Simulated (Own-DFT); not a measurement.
## Calculated data, Al3GaN4 (wurtzite random alloy, strained, atoms displaced), In3GaAs4 (zincblende random alloy, strained, atoms displaced), AlGa3N4 (wurtzite random alloy, strained, atoms displaced)

All values are calculated (Own-DFT development build). A calculation, not a measurement: plane-wave PBE density functional theory by an unreviewed code, no spin, of a simulated periodic cell, stress positive in tension, free energy of the whole cell less one offset for each atom, forces on such cells passed a denser k mesh, this cell's mesh not checked; offsets are fitted by least squares, one for each functional and potential file, so energies compare only between cells with the same atoms and settings and are not formation energies; the far tail of each file's local potential was reset to the Coulomb form; each entry is a single point on an unrelaxed cell, so the pressure reflects the starting lattice, mostly measured values, from which strain is counted, and rises with the displacements; printed positions are rounded, which can move forces by about a meV/angstrom; the program is a retired in-house code; no spin-orbit coupling.

Settings shared by all entries: functional PBE.

(1) Al3GaN4 (wurtzite random alloy, strained, atoms displaced)

```
cell vectors (Å)
   9.3468     0.0000     0.0000
  -4.6734     8.0946     0.0000
   0.0000     0.0000    10.0655
atoms (fractions of the cell vectors)
Al  0.11007  0.21528  0.00499
Al  0.22072  0.11495  0.25121
N   0.11266  0.22325  0.18887
N   0.22355  0.10627  0.43978
Al  0.11363  0.22835  0.51915
Ga  0.21193  0.10211  0.75027
N   0.10619  0.21816  0.69113
N   0.23495  0.12323  0.93450
Al  0.11472  0.56665  0.00983
Al  0.21871  0.44211  0.25002
N   0.10751  0.54323  0.18690
N   0.23368  0.44409  0.43660
Al  0.10790  0.55580  0.50604
Al  0.22533  0.44469  0.75142
N   0.11323  0.55731  0.68189
N   0.21860  0.44700  0.94887
Al  0.11908  0.87815  0.00025
Al  0.22849  0.77497  0.24809
N   0.10884  0.88098  0.18354
N   0.21351  0.77748  0.43320
Ga  0.11409  0.89796  0.50158
Al  0.23057  0.78166  0.74478
N   0.11521  0.88374  0.69981
N   0.21901  0.77674  0.93669
Al  0.43559  0.21817  0.00590
Al  0.55730  0.12060  0.24127
N   0.44205  0.22085  0.18491
N   0.56220  0.11282  0.43909
Al  0.45017  0.21653  0.50564
Al  0.55036  0.11032  0.74172
N   0.44637  0.22514  0.69432
N   0.54713  0.10139  0.94010
Al  0.44706  0.55216  0.99564
Ga  0.55285  0.44296  0.25145
N   0.43673  0.54781  0.18721
N   0.54750  0.43425  0.43508
Ga  0.45133  0.55656  0.49644
Al  0.55283  0.43441  0.74787
N   0.44197  0.54717  0.69181
N   0.54612  0.43939  0.94273
Ga  0.45364  0.88867  0.99808
Al  0.55748  0.77725  0.24633
N   0.44117  0.89077  0.19169
N   0.56187  0.77139  0.44948
Al  0.44837  0.88565  0.50560
Al  0.53766  0.76876  0.75289
N   0.44047  0.88941  0.68145
N   0.55803  0.78774  0.93759
Al  0.77140  0.22303  0.99672
Ga  0.89592  0.11081  0.24480
N   0.77765  0.21609  0.19974
N   0.89212  0.11725  0.43453
Al  0.76184  0.21319  0.50104
Ga  0.88728  0.10787  0.74613
N   0.78297  0.23012  0.69504
N   0.87804  0.10826  0.93511
Al  0.77391  0.56165  0.99688
Al  0.89374  0.44181  0.24646
N   0.77659  0.54969  0.18459
N   0.88493  0.45105  0.44102
Al  0.78393  0.55952  0.50016
Al  0.88311  0.43498  0.75599
N   0.76468  0.55048  0.68874
N   0.88629  0.45089  0.93903
Al  0.76986  0.88222  0.99320
Al  0.89675  0.77859  0.25511
N   0.77395  0.88937  0.18878
N   0.89226  0.77536  0.43096
Ga  0.77355  0.89618  0.50606
Ga  0.89058  0.77952  0.74736
N   0.78612  0.89470  0.68827
N   0.88696  0.77899  0.94061
```

It was run with potential files PseudoDojo norm-conserving, scalar-relativistic, standard set with the stringent files for Ga, wave cutoff 96 hartree, occupations Gaussian, smearing width 0.01 eV and k mesh 4 x 4 x 3 centred on Gamma.

The calculation gives: free energy of cell above offsets -21.106 eV; pressure 9.11 GPa; stress xx -9.33 GPa; stress yy -8.59 GPa; stress zz -9.41 GPa; stress yz -0.14 GPa; stress xz 0.5 GPa; stress xy 0.02 GPa.

Force:
| element | x (eV/Å) | y (eV/Å) | z (eV/Å) |
| --- | --- | --- | --- |
| Al | -0.862 | 0.731 | -1.445 |
| Al | 0.765 | -1.118 | 0.005 |
| N | 1.316 | 0.202 | -0.312 |
| N | -0.299 | 3.017 | 0.158 |
| Al | 0.165 | -0.294 | -5.136 |
| Ga | 0.967 | 1.308 | 0.389 |
| N | 0.732 | 1.599 | 1.513 |
| N | -1.972 | -2.261 | 1.683 |
| Al | 0.035 | -1.876 | -2.327 |
| Al | 0.879 | -0.217 | 0.169 |
| N | -0.116 | 1.746 | 1.292 |
| N | -2.772 | -0.654 | 0.6 |
| Al | 0.208 | -0.133 | -2.857 |
| Al | -1.018 | -0.219 | 0.898 |
| N | 0.136 | -0.331 | 2.763 |
| N | 0.308 | -0.209 | -1.385 |
| Al | -3.102 | 2.148 | -0.127 |
| Al | -1.616 | -0.298 | 0.439 |
| N | 0.587 | 1.019 | 0.767 |
| N | 2.519 | -0.5 | 1.029 |
| Ga | -0.037 | -2.235 | 0.189 |
| Al | -1.096 | -1.798 | 0.993 |
| N | -0.111 | -0.197 | -1.583 |
| N | 1.882 | -0.738 | -0.912 |
| Al | 1.703 | 0.748 | -1.473 |
| Al | 0.486 | -1.391 | 1.236 |
| N | -0.507 | -0.846 | 1.038 |
| N | -2.222 | -1.993 | -0.363 |
| Al | -1.371 | 0.578 | -1.033 |
| Al | 0.97 | 0.274 | 1.862 |
| N | 0.093 | -1.592 | -1.547 |
| N | -0.287 | 2.742 | -1.074 |
| Al | -1.692 | 0.31 | 0.846 |
| Ga | 0.565 | 0.356 | -0.88 |
| N | -0.306 | 1.809 | -0.322 |
| N | 1.954 | -0.023 | 1.979 |
| Ga | -0.004 | -1.531 | 0.993 |
| Al | -0.916 | 1.627 | 1.421 |
| N | -0.214 | 0.733 | 0.824 |
| N | 1.542 | 0.118 | -0.996 |
| Ga | -2.775 | 0.061 | 1.575 |
| Al | -0.415 | -0.344 | 0.739 |
| N | 1.395 | 0.04 | 0.368 |
| N | -2.645 | 1.785 | -2.387 |
| Al | -0.947 | -0.367 | -3.451 |
| Al | 1.994 | 0.478 | -0.962 |
| N | 1.088 | 0.28 | 1.943 |
| N | 1.644 | -3.387 | -1.277 |
| Al | 0.518 | 0.103 | 0.548 |
| Ga | -0.908 | -0.658 | 0.931 |
| N | -1.205 | 1.408 | -2.368 |
| N | 0.067 | 0.73 | 2.296 |
| Al | 3.488 | 2.914 | -0.063 |
| Ga | -0.876 | 0.809 | 1.388 |
| N | -1.564 | -2.149 | -1.707 |
| N | 1.183 | 0.22 | 1.762 |
| Al | 0.204 | -1.045 | 0.419 |
| Al | -1.585 | -0.083 | 0.998 |
| N | 0.603 | 0.948 | 0.327 |
| N | 1.705 | -1.593 | -0.396 |
| Al | -1.5 | -0.249 | -0.245 |
| Al | -0.039 | 2.959 | -0.682 |
| N | 1.813 | -0.022 | -0.23 |
| N | 0.485 | -0.427 | 0.72 |
| Al | 1.247 | 1.667 | 1.215 |
| Al | -1.105 | -0.761 | -2.506 |
| N | 1.005 | -1.525 | -0.872 |
| N | -0.999 | 0.156 | 2.429 |
| Ga | 2.484 | 0.259 | -1.769 |
| Ga | -0.174 | -1.294 | 0.754 |
| N | -2.001 | -1.959 | 1 |
| N | 0.526 | 0.435 | 0.189 |

(2) In3GaAs4 (zincblende random alloy, strained, atoms displaced)

```
cell vectors (Å)
  11.7374     0.0000     0.0000
   0.0000    11.7374     0.0000
   0.0000     0.0000    12.1085
atoms (fractions of the cell vectors)
In  0.99949  0.99869  0.99957
In  0.00078  0.24855  0.25056
In  0.25471  0.99907  0.24719
In  0.24574  0.25364  0.00268
As  0.11989  0.12266  0.12805
As  0.11830  0.37973  0.37342
As  0.38068  0.12932  0.37004
As  0.37461  0.37862  0.13080
Ga  0.00393  0.99623  0.49875
In  0.00156  0.24997  0.74928
In  0.25247  0.00402  0.74394
In  0.24768  0.25403  0.49846
As  0.12735  0.12850  0.62615
As  0.12825  0.37778  0.88064
As  0.37902  0.12525  0.87193
As  0.37005  0.37389  0.62127
Ga  0.00515  0.49741  0.99902
In  0.99824  0.74712  0.24977
Ga  0.25627  0.50396  0.25090
In  0.24779  0.75381  0.99877
As  0.12351  0.62519  0.11532
As  0.12616  0.87358  0.37507
As  0.37560  0.62551  0.37315
As  0.37660  0.87432  0.11771
In  0.99646  0.49611  0.49756
In  0.00475  0.75327  0.74229
In  0.25267  0.49842  0.75154
In  0.25077  0.75803  0.49821
As  0.11531  0.63026  0.62028
As  0.12414  0.87382  0.87567
As  0.37904  0.61713  0.86994
As  0.37832  0.86920  0.62820
Ga  0.49496  0.99749  0.99794
In  0.50059  0.26049  0.24992
In  0.74577  0.99625  0.24826
In  0.74837  0.25143  0.99911
As  0.62175  0.12679  0.12421
As  0.62151  0.36264  0.36861
As  0.88449  0.12342  0.37925
As  0.87085  0.36824  0.12578
In  0.50256  0.00679  0.49368
In  0.50383  0.23963  0.74915
Ga  0.74827  0.99525  0.75281
Ga  0.74879  0.24481  0.49670
As  0.61796  0.12246  0.62110
As  0.62507  0.36969  0.87309
As  0.87500  0.12410  0.87353
As  0.87873  0.37165  0.62353
In  0.50291  0.50508  0.99528
Ga  0.50581  0.74568  0.24067
In  0.75120  0.50177  0.24842
Ga  0.74433  0.75092  0.99607
As  0.62087  0.62398  0.12788
As  0.62634  0.86831  0.37141
As  0.87272  0.62370  0.37504
As  0.87254  0.87864  0.12997
In  0.51017  0.49636  0.49439
In  0.50170  0.75218  0.74923
In  0.74982  0.49282  0.74815
In  0.75169  0.74866  0.49904
As  0.62890  0.61836  0.62479
As  0.63159  0.87462  0.87698
As  0.87451  0.62340  0.87510
As  0.87576  0.88127  0.62646
```

Here we set potential files PseudoDojo norm-conserving, scalar-relativistic, standard set, wave cutoff 42 hartree, occupations Fermi-Dirac, smearing width 0.1 eV and k mesh 3 x 3 x 3 centred on Gamma.

The calculation gives: free energy of cell above offsets -24.772 eV; pressure 5.54 GPa; stress xx -5.85 GPa; stress yy -5.87 GPa; stress zz -4.89 GPa; stress yz -0.33 GPa; stress xz -0.6 GPa; stress xy 0.34 GPa.

Force:
| element | x (eV/Å) | y (eV/Å) | z (eV/Å) |
| --- | --- | --- | --- |
| In | -0.29 | -0.13 | -0.006 |
| In | -0.186 | 0.294 | 0.055 |
| In | -0.066 | 0.129 | 0.218 |
| In | 0.714 | -0.741 | 0.472 |
| As | 0.682 | -0.029 | -0.395 |
| As | 1.579 | 0.273 | -0.998 |
| As | -0.919 | 0.025 | 0.129 |
| As | -0.688 | 0.911 | -0.516 |
| Ga | 0.015 | 0.362 | 0.34 |
| In | 0.069 | 0.066 | 0.551 |
| In | -0.044 | -0.6 | 0.615 |
| In | -0.119 | -0.348 | -0.734 |
| As | -0.746 | -0.847 | -1.138 |
| As | -1.114 | 0.416 | -0.33 |
| As | -0.361 | -0.703 | 1.468 |
| As | 1.154 | 0.157 | 0.384 |
| Ga | -0.828 | 0.08 | 0.124 |
| In | 0.167 | -0.055 | -0.274 |
| Ga | -0.715 | 0.037 | -0.119 |
| In | 0.567 | -0.763 | -0.632 |
| As | 0.098 | -1.21 | 1.054 |
| As | -0.75 | 0.949 | -0.071 |
| As | 0.35 | 0.233 | -0.934 |
| As | 1.294 | -0.133 | 0.59 |
| In | -0.124 | 0.561 | 0.27 |
| In | -0.958 | 0.159 | 1.201 |
| In | -0.831 | 0.246 | -0.92 |
| In | 0.153 | -0.981 | 0.326 |
| As | 1.504 | -1.071 | -0.336 |
| As | 0.21 | 0.603 | -0.667 |
| As | -0.408 | 1.488 | 0.344 |
| As | 0.012 | 1.145 | -0.802 |
| Ga | 0.563 | 0.403 | -0.052 |
| In | -0.864 | -1.706 | -1.425 |
| In | 0.079 | 0.994 | 0.552 |
| In | 0.022 | -0.677 | -0.157 |
| As | -0.727 | -0.717 | -0.556 |
| As | 2.614 | 1.124 | 1.884 |
| As | -1.02 | -0.484 | 0.817 |
| As | 1.117 | 1.226 | -0.545 |
| In | -0.531 | -1.448 | -0.218 |
| In | -0.511 | 1.36 | -0.277 |
| Ga | 0.234 | 0.63 | -0.33 |
| Ga | 0.324 | -0.082 | 0.216 |
| As | 2.624 | -0.111 | 0.26 |
| As | -0.364 | 0.314 | -0.032 |
| As | -0.712 | -0.497 | -0.566 |
| As | -1.195 | -0.73 | -0.657 |
| In | -0.03 | -0.967 | 0.486 |
| Ga | -0.796 | 0.5 | 0.713 |
| In | -0.192 | -0.536 | 0.168 |
| Ga | 0.798 | -0.382 | 0.686 |
| As | 0.69 | 1.037 | -0.722 |
| As | -1.103 | -0.309 | -0.32 |
| As | 0.216 | -0.038 | -0.056 |
| As | -0.212 | -1.222 | -1.385 |
| In | -0.826 | -0.053 | 0.199 |
| In | 0.66 | -0.741 | 0.376 |
| In | 0.441 | 0.147 | 0.345 |
| In | 0.013 | 0.207 | 0.545 |
| As | -0.208 | 0.669 | -0.01 |
| As | -0.391 | 0.62 | 0.329 |
| As | 0.17 | 0.159 | 0.856 |
| As | -0.303 | 0.786 | -0.394 |

(3) AlGa3N4 (wurtzite random alloy, strained, atoms displaced)

```
cell vectors (Å)
   9.2953     0.0000     0.0000
  -4.6476     8.0500     0.0000
   0.0000     0.0000    10.2685
atoms (fractions of the cell vectors)
Ga  0.11281  0.21312  0.99999
Ga  0.22084  0.11394  0.24985
N   0.11282  0.22545  0.18392
N   0.21634  0.10990  0.43893
Ga  0.12429  0.22640  0.49427
Ga  0.22077  0.11860  0.75203
N   0.10604  0.22099  0.69563
N   0.20626  0.10412  0.93194
Ga  0.10892  0.55073  0.99873
Ga  0.23071  0.44980  0.24525
N   0.10585  0.55549  0.19759
N   0.20985  0.44010  0.43958
Ga  0.10933  0.55520  0.50676
Ga  0.22145  0.45178  0.74801
N   0.11217  0.55769  0.69181
N   0.21289  0.44000  0.93937
Ga  0.11773  0.89872  0.00310
Ga  0.21594  0.77713  0.24895
N   0.11834  0.89755  0.18880
N   0.22488  0.77927  0.44669
Ga  0.11172  0.88338  0.50250
Al  0.22440  0.77370  0.75734
N   0.10609  0.89848  0.69501
N   0.22329  0.78029  0.93224
Ga  0.44794  0.21955  0.00737
Al  0.56072  0.13276  0.25889
N   0.44144  0.21810  0.19062
N   0.54264  0.11154  0.44039
Al  0.43924  0.22206  0.49454
Al  0.55695  0.11396  0.75478
N   0.43799  0.21744  0.68152
N   0.54878  0.10549  0.93641
Al  0.46336  0.56111  0.99522
Ga  0.54873  0.45439  0.25886
N   0.44827  0.56017  0.19544
N   0.54977  0.44186  0.43606
Ga  0.44427  0.55211  0.49555
Ga  0.55677  0.44451  0.74629
N   0.44505  0.55978  0.68789
N   0.55836  0.45781  0.93673
Ga  0.43222  0.88861  0.00032
Al  0.56141  0.78804  0.24435
N   0.44521  0.89708  0.17978
N   0.54819  0.76745  0.43743
Ga  0.43505  0.88374  0.50241
Ga  0.55624  0.77835  0.74628
N   0.44709  0.89091  0.69089
N   0.55980  0.78150  0.93733
Ga  0.76857  0.21641  0.99989
Ga  0.88784  0.11775  0.25511
N   0.77412  0.21927  0.18683
N   0.89339  0.12337  0.43849
Ga  0.78288  0.22534  0.50250
Al  0.89398  0.11112  0.74846
N   0.76720  0.22206  0.69227
N   0.89249  0.10574  0.93680
Ga  0.76687  0.54743  0.00344
Ga  0.89780  0.45794  0.24903
N   0.78171  0.55299  0.19094
N   0.88759  0.44723  0.44019
Al  0.76714  0.55615  0.49799
Ga  0.88506  0.43916  0.74347
N   0.78136  0.56081  0.68409
N   0.88914  0.44779  0.94090
Ga  0.77104  0.88415  0.99688
Ga  0.88205  0.77819  0.24657
N   0.78330  0.88891  0.18229
N   0.88429  0.78272  0.43817
Ga  0.78352  0.88929  0.50267
Al  0.88129  0.77130  0.74818
N   0.78017  0.89055  0.69134
N   0.88949  0.77840  0.94388
```

Here we set potential files PseudoDojo norm-conserving, scalar-relativistic, standard set with the stringent files for Ga, wave cutoff 96 hartree, occupations Gaussian, smearing width 0.01 eV and k mesh 4 x 4 x 3 centred on Gamma.

The calculation gives: free energy of cell above offsets -6.328 eV; pressure 17.57 GPa; stress xx -22.38 GPa; stress yy -19.08 GPa; stress zz -11.26 GPa; stress yz -0.31 GPa; stress xz 0.44 GPa; stress xy 1.99 GPa.

Force:
| element | x (eV/Å) | y (eV/Å) | z (eV/Å) |
| --- | --- | --- | --- |
| Ga | -2.388 | 1.846 | 0.308 |
| Ga | -0.354 | 0.038 | 0.645 |
| N | -0.241 | 0.022 | 0.914 |
| N | 2.405 | -0.594 | -0.73 |
| Ga | -2.615 | -0.339 | 2.305 |
| Ga | 0.624 | -0.576 | -0.599 |
| N | -0.359 | 1.407 | -1.972 |
| N | 3.694 | 1.332 | 0.749 |
| Ga | -0.443 | 0.91 | 0.897 |
| Ga | -1.847 | -0.698 | 0.89 |
| N | 2.645 | 0.9 | -2.187 |
| N | 1.619 | 1.335 | -0.915 |
| Ga | -0.402 | 0.067 | -0.549 |
| Ga | 1.112 | -1.473 | 1.187 |
| N | -1.008 | 1.045 | -0.174 |
| N | 2.898 | 0.771 | 0.053 |
| Ga | -0.627 | -2.393 | -0.404 |
| Ga | 1.479 | 0.977 | 0.84 |
| N | -1.024 | -1.135 | 0.065 |
| N | -1.339 | -1.362 | -1.988 |
| Ga | -1.372 | 0.785 | 1.179 |
| Al | -1.2 | 1.512 | -1.805 |
| N | 1.256 | -2.662 | -0.602 |
| N | -1.063 | -1.03 | 0.76 |
| Ga | -1.628 | 0.529 | -1.196 |
| Al | 1.325 | -2.493 | -0.629 |
| N | -0.086 | 1.839 | 0.134 |
| N | 1.427 | 0.282 | -0.714 |
| Al | -0.249 | -0.358 | 1.291 |
| Al | -1.359 | -0.895 | -1.065 |
| N | 1.185 | 0.652 | 0.198 |
| N | -0.199 | 1.079 | -0.992 |
| Al | -4.887 | 0.924 | 1.382 |
| Ga | 2.782 | -1.449 | -1.652 |
| N | -0.346 | 2.164 | -2.869 |
| N | 1.229 | -0.806 | 1.522 |
| Ga | -1.877 | -0.01 | 1.286 |
| Ga | -0.355 | -0.394 | -0.005 |
| N | 0.328 | -0.99 | -0.691 |
| N | 0.988 | -3.445 | -0.959 |
| Ga | 2.131 | -0.577 | -0.151 |
| Al | -0.668 | 0.116 | 0.597 |
| N | 0.671 | 0.164 | 2.793 |
| N | 0.266 | 2.4 | -1.385 |
| Ga | 2.372 | 1.258 | 0.539 |
| Ga | 0.079 | 0.615 | 0.85 |
| N | -1.341 | 0.399 | 0.419 |
| N | -1.957 | -1.559 | -0.191 |
| Ga | 1.888 | 0.327 | -0.134 |
| Ga | 0.702 | -0.556 | -1.092 |
| N | -1.097 | 0.881 | 0.677 |
| N | 0.794 | -1.732 | 0.402 |
| Ga | -1.896 | -0.105 | 0.282 |
| Al | -1.511 | -0.271 | 1.075 |
| N | 1.905 | -1.427 | -0.356 |
| N | -1.694 | 0.694 | -0.968 |
| Ga | 2.079 | 1.895 | 0.122 |
| Ga | -0.908 | -3.163 | 1.55 |
| N | -2.549 | 0.391 | -0.199 |
| N | -1.358 | 0.784 | 0.245 |
| Al | 1.61 | 0.275 | 0.009 |
| Ga | -0.076 | 1.291 | 1.696 |
| N | -0.485 | -0.37 | -0.877 |
| N | -0.711 | -1.122 | -0.91 |
| Ga | 1.494 | 1.208 | 0.196 |
| Ga | 1.714 | 0.076 | 0.539 |
| N | -2.321 | 0.74 | 1.059 |
| N | 1.864 | -2.082 | -0.657 |
| Ga | -2.339 | 1.212 | 0.29 |
| Al | 0.901 | 1.63 | 1.498 |
| N | 0.41 | 0.274 | -0.304 |
| N | 0.302 | -0.982 | -1.525 |

(4) AlGa3N4 (wurtzite random alloy, strained, atoms displaced)

```
cell vectors (Å)
   9.6519     0.0000     0.0000
  -4.8259     8.3588     0.0000
   0.0000     0.0000    10.2685
atoms (fractions of the cell vectors)
Ga  0.10708  0.21781  0.99871
Ga  0.22547  0.12254  0.23892
N   0.11927  0.22052  0.20330
N   0.21618  0.11515  0.44512
Ga  0.09851  0.22349  0.50306
Al  0.21854  0.10619  0.74846
N   0.10444  0.21925  0.68896
N   0.21469  0.10976  0.94247
Ga  0.10950  0.55963  0.00854
Ga  0.22578  0.44124  0.25647
N   0.11221  0.55736  0.18983
N   0.22388  0.45192  0.44115
Al  0.11968  0.56609  0.49556
Ga  0.22411  0.44183  0.74689
N   0.11769  0.56335  0.68876
N   0.21998  0.44291  0.93890
Ga  0.10198  0.88762  0.99562
Ga  0.22653  0.77834  0.24302
N   0.11363  0.88222  0.19020
N   0.21467  0.77009  0.44227
Al  0.11506  0.89158  0.50077
Al  0.22748  0.78305  0.76042
N   0.10497  0.88216  0.68753
N   0.21669  0.77795  0.93631
Ga  0.45103  0.23012  0.00046
Ga  0.55242  0.11625  0.23688
N   0.43559  0.22510  0.18693
N   0.55813  0.11349  0.43652
Ga  0.44734  0.21885  0.51046
Ga  0.55732  0.10895  0.74619
N   0.44424  0.22765  0.70158
N   0.55136  0.10816  0.94481
Al  0.45192  0.56182  0.00185
Ga  0.55033  0.44331  0.25033
N   0.44501  0.55586  0.18928
N   0.56318  0.44522  0.44411
Ga  0.45072  0.55715  0.50229
Al  0.55106  0.44150  0.75181
N   0.44727  0.55870  0.68903
N   0.55226  0.45118  0.93177
Ga  0.43977  0.88381  0.99669
Ga  0.55418  0.77278  0.24253
N   0.45373  0.89999  0.18383
N   0.55408  0.77450  0.43576
Ga  0.45430  0.89061  0.49942
Ga  0.55315  0.78239  0.74907
N   0.42980  0.87119  0.69474
N   0.54526  0.77686  0.93342
Ga  0.77481  0.20775  0.00299
Ga  0.88185  0.10427  0.24687
N   0.77722  0.21565  0.18445
N   0.89604  0.11018  0.42924
Ga  0.78387  0.22388  0.49345
Ga  0.89116  0.10883  0.74104
N   0.76731  0.21230  0.68182
N   0.89400  0.11637  0.95059
Ga  0.76197  0.54485  0.99883
Ga  0.89168  0.44567  0.24699
N   0.78377  0.56249  0.18434
N   0.89509  0.44614  0.43356
Al  0.78036  0.55591  0.49964
Ga  0.88539  0.43888  0.74347
N   0.78197  0.55702  0.69200
N   0.88075  0.43021  0.94116
Al  0.78151  0.89366  0.00679
Ga  0.88275  0.77269  0.25454
N   0.77323  0.88703  0.19258
N   0.88150  0.77372  0.43689
Al  0.76717  0.89591  0.50342
Ga  0.89301  0.79168  0.74673
N   0.78805  0.88401  0.68873
N   0.89026  0.77737  0.93904
```

Here we set potential files PseudoDojo norm-conserving, scalar-relativistic, standard set with the stringent files for Ga, wave cutoff 96 hartree, occupations Gaussian, smearing width 0.01 eV and k mesh 4 x 4 x 3 centred on Gamma.

It finds free energy of cell above offsets -9.401 eV; pressure 1.29 GPa; stress xx -0.54 GPa; stress yy 0.99 GPa; stress zz -4.3 GPa; stress yz 0.16 GPa; stress xz -0.17 GPa; stress xy 0.6 GPa.

Force:
| element | x (eV/Å) | y (eV/Å) | z (eV/Å) |
| --- | --- | --- | --- |
| Ga | 0.672 | 1.792 | 0.944 |
| Ga | 1.412 | -3.736 | 2.663 |
| N | -3.798 | 1.214 | -2.333 |
| N | 1.251 | -0.651 | 0.031 |
| Ga | 2.274 | 0.712 | -0.882 |
| Al | -0.214 | 0.072 | 0.247 |
| N | 1.512 | -0.028 | 0.487 |
| N | 1.17 | 0.202 | -1.469 |
| Ga | -0.033 | -1.145 | -2.298 |
| Ga | -0.858 | 0.313 | -0.613 |
| N | 0.881 | -0.502 | 0.79 |
| N | 0.035 | -0.15 | 0.747 |
| Al | -0.35 | -1.5 | 1.241 |
| Ga | -0.956 | 0.907 | 0.554 |
| N | -0.247 | -0.393 | -0.492 |
| N | 0.95 | 0.662 | 0.782 |
| Ga | 1.156 | 0.026 | 1.19 |
| Ga | -0.051 | 0.419 | 1.3 |
| N | -1.279 | 1.176 | -0.376 |
| N | 0.34 | 2.339 | -0.694 |
| Al | -0.727 | -0.283 | -0.815 |
| Al | -1.715 | -1.791 | -1.966 |
| N | 1.862 | 1.747 | 0.189 |
| N | 0.214 | 0.079 | 0.948 |
| Ga | -0.961 | -0.768 | -1.093 |
| Ga | 0.361 | 0.143 | 1.41 |
| N | 2.004 | 0.84 | -0.223 |
| N | 0.044 | -0.325 | -0.067 |
| Ga | -1.136 | 0.268 | -1.107 |
| Ga | -1.099 | -0.585 | 1.214 |
| N | -0.308 | -1.041 | -0.338 |
| N | 0.191 | 0.15 | -1.023 |
| Al | -1.603 | -0.769 | -0.966 |
| Ga | 1.231 | 0.454 | 0.767 |
| N | -0.043 | -0.162 | -1.013 |
| N | -0.129 | -0.218 | -0.328 |
| Ga | -0.345 | -0.585 | -0.24 |
| Al | 0.674 | 1.546 | -1.03 |
| N | 0.884 | -0.639 | 0.487 |
| N | -0.704 | -0.417 | 0.937 |
| Ga | -0.814 | 0.539 | 0.009 |
| Ga | -0.753 | 1.002 | 0.897 |
| N | -0.184 | -1.719 | 0.465 |
| N | 0.608 | 0.906 | 0.434 |
| Ga | -1.925 | -0.529 | -0.237 |
| Ga | 1.269 | -1.106 | -0.028 |
| N | 0.362 | 2.549 | -1.073 |
| N | 2.338 | -0.139 | 1.753 |
| Ga | -1.172 | 1.632 | -1.061 |
| Ga | 0.941 | 0.792 | -0.267 |
| N | -0.565 | 0.929 | 1.507 |
| N | -2.134 | -1.212 | 1.918 |
| Ga | -0.456 | 0.202 | -0.665 |
| Ga | -1.08 | -0.009 | 1.714 |
| N | 1.374 | 0.257 | 0.239 |
| N | -0.121 | -2.77 | -1.752 |
| Ga | 2.192 | 1.05 | -0.754 |
| Ga | -0.349 | -0.26 | -0.332 |
| N | -0.829 | -1.67 | 0.54 |
| N | -0.275 | 0.546 | 1.251 |
| Al | 0.344 | 0.345 | 0.354 |
| Ga | 0.689 | 0.914 | 1.041 |
| N | -1.411 | -0.507 | -0.895 |
| N | -0.316 | 0.814 | -0.221 |
| Al | 0.075 | -0.659 | -1.107 |
| Ga | 0.985 | 0.963 | -0.54 |
| N | 0.611 | -0.324 | -1.408 |
| N | 0.09 | 0.595 | 2.042 |
| Al | 2.291 | -1.064 | -1.261 |
| Ga | 2.471 | -3.354 | 1.449 |
| N | -4.497 | 1.974 | -1.713 |
| N | -2.319 | -0.056 | 0.139 |
